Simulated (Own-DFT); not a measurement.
# Response to strain: diamond silicon, 64 atoms (Si64)

Calculated results; nothing here was measured. The program, named Own-DFT, is a retired in-house plane-wave density functional code that no person has reviewed. Each row is one single-point run on a periodic cell that was not relaxed, without spin or spin-orbit coupling.

Settings of every run: PBE; PseudoDojo norm-conserving scalar-relativistic files; cutoff 20 hartree; 3 x 3 x 3 k mesh centred on Gamma; Fermi-Dirac smearing of 0.1 eV.

Known limits: k mesh not checked against a denser one; stress not checked against mesh or cutoff.

Unstrained cell vectors in Å: (10.862, 0.000, 0.000); (0.000, 10.862, 0.000); (0.000, 0.000, 10.862). The unstrained cell has measured lattice constants (interpolated for alloys), not those of this functional. That, the random moves and any unrelaxed bonds set the pressure at no strain. Each run strains this cell uniformly, with the atoms carried along. Every atom was also moved at random, by a Gaussian of width 0.05 Å on each axis. Strain is the symmetric tensor, in per cent. Stress is positive in tension, and the pressure is minus a third of its trace.

```
run  e_xx (%)  e_yy (%)  e_zz (%)  e_yz (%)  e_xz (%)  e_xy (%)  s_xx (GPa)  s_yy (GPa)  s_zz (GPa)  s_yz (GPa)  s_xz (GPa)  s_xy (GPa)  P (GPa)  E (meV/atom)
  1     -0.96      0.38      1.64     -0.66     -1.70     -0.93       -2.95       -1.63       -0.50       -1.99       -3.65       -1.61     1.69          11.6
  2     -1.45     -1.01      0.01     -1.39      0.10     -0.05       -5.76       -5.47       -4.41       -3.84       -0.22       -0.51     5.22          24.7
  3     -0.14      1.27     -0.55     -0.70     -1.69     -0.35       -2.49       -1.10       -2.77       -1.10       -3.47        0.06     2.12          12.8
  4     -1.92      1.38     -0.48      0.54      1.99     -1.10       -5.33       -2.18       -4.08        1.04        4.30       -2.70     3.87          24.7
  5     -0.16     -0.27     -1.83     -0.64      1.98      0.15       -4.47       -4.68       -5.91       -1.02        4.48       -0.87     5.02          22.6
  6      0.23      0.48      0.23     -1.33      0.40      1.19       -1.77       -1.73       -1.92       -3.70        0.45        1.87     1.81          12.8
  7      0.46      0.91     -0.42      0.75     -1.94     -0.92       -1.95       -1.28       -2.68        0.84       -3.93       -1.51     1.97          24.9
  8      0.80      1.75      1.10      1.51     -1.85     -0.97        0.28        0.95        0.43        2.12       -3.28       -1.82    -0.56          10.2
  9      1.43     -0.43      0.75      0.76     -1.27      0.53       -0.15       -1.65       -0.75        0.83       -2.57        1.24     0.85           0.0
 10      0.77      1.96     -0.30     -1.88     -0.36      0.59       -0.69        0.34       -1.68       -4.02        0.05        1.90     0.68          19.4
 11     -1.78     -0.85     -0.37     -1.10      0.93     -0.76       -6.29       -5.69       -5.20       -1.72        2.62       -2.42     5.72          22.8
 12      0.39     -0.97      1.77      1.52      1.36      1.71       -1.78       -3.06       -0.59        2.37        2.95        3.50     1.81          26.2
 13     -1.86     -0.71     -0.06     -0.11     -0.45      0.46       -6.12       -5.06       -4.47       -0.65       -2.20        0.62     5.22          13.3
 14     -0.27      1.47     -0.19      0.80      1.23      0.92       -2.16       -0.69       -2.25        1.51        2.11        1.73     1.70          10.0
 15      1.09      1.90     -0.93      0.45      0.61     -1.05       -0.40        0.43       -2.10        1.66        2.58       -2.03     0.69           6.6
 16      0.41     -1.11     -1.36     -0.23      1.10      0.25           ?           ?           ?           ?           ?           ?        ?             ?
```

E is the free energy for each atom above the lowest run shown.

## Worked fit

Each stress component was fitted by least squares to a constant and the strains of the runs shown, as fractions, with shears doubled. Shear strains stay in the fit of a normal stress only where such slopes are resolved. The slopes, in GPa:

```
stress,at no strain,per e_xx,per e_yy,per e_zz,scatter
s_xx,-2.8,157 ± 4,63 ± 4,66 ± 4,0.15
s_yy,-2.8,68 ± 5,156 ± 6,66 ± 6,0.20
s_zz,-2.8,69 ± 4,63 ± 4,154 ± 5,0.16
```

Each shear stress against twice its own strain: yz 101 ± 8, xz 121 ± 4, xy 109 ± 8 GPa. These are stiffnesses along x, y and z of the frame in which the cell vectors are given, which need not be the crystal's axes. The atoms are held to the strained lattice; where symmetry lets them move under strain, relaxing them would lower some slopes. The table should be nearly symmetric about its diagonal, and what it lacks of that shows the noise. A ninth of its sum, 96 ± 2 GPa, estimates the bulk modulus near the mean pressure of these runs, 2.5 GPa, so it lies above the value at zero pressure.

## Withheld run

Question: what normal stresses and pressure should run 16 give?

The fit gives s_xx = -3.7, s_yy = -5.1, s_zz = -5.3 and P = 4.7 GPa. The calculation gave -3.57, -4.99, -5.29 and P = 4.62 GPa.
